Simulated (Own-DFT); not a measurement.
# Same atoms, different arrangement: C16Si16, 32 atoms

All numbers below are calculated, not measured. They come from Own-DFT, an in-house plane-wave density functional program, since retired, whose code no person has reviewed. Each row is one single-point run on a periodic cell that was not relaxed, without spin or spin-orbit coupling.

Settings of every run: PBE; PseudoDojo norm-conserving scalar-relativistic files; cutoff 42 hartree; 5 x 5 x 3 k mesh centred on Gamma; Fermi-Dirac smearing of 0.1 eV.

Known limits: forces on such cells passed a denser k mesh, each cell not checked; stress not checked against mesh or cutoff.

All cells hold the same atoms in the same cell, with vectors in Å (6.165, 0.000, 0.000); (-3.083, 5.339, 0.000); (0.000, 0.000, 10.068). Every atom was moved at random from its ideal site; u is the rms move along one axis. E is the free energy of the cell above the lowest run. The arrangements:

- A: 2H SiC
- B: 4H SiC

```
arrangement,u (Å),E (eV),P (GPa)
A,0.0261,0.124,3.70
A,0.0279,0.270,3.81
A,0.0279,0.338,3.83
A,0.0553,2.763,5.84
A,0.0601,3.648,5.73
A,0.0646,4.857,7.99
B,0.0254,0.000,3.48
B,0.0274,0.081,3.58
B,0.0300,0.217,3.84
B,0.0505,2.121,4.84
B,0.0565,2.612,5.37
B,0.0584,3.476,6.37
```

Question: once the cost of the random moves is taken out, how do the arrangements rank?

## Worked answer

Fit E = a + b u², with one b for all and one a for each arrangement, and with residuals divided by u², since the noise grows with the moves. Then b = 1181 eV/Å², the scatter at u = 0.04 Å is 0.13 eV, and against A:

- B: -0.16 ± 0.05 eV (lower)

These are energies of unrelaxed cells. Relaxing the atoms lowers the strained arrangements most, so the gaps would shrink and small ones could change sign.
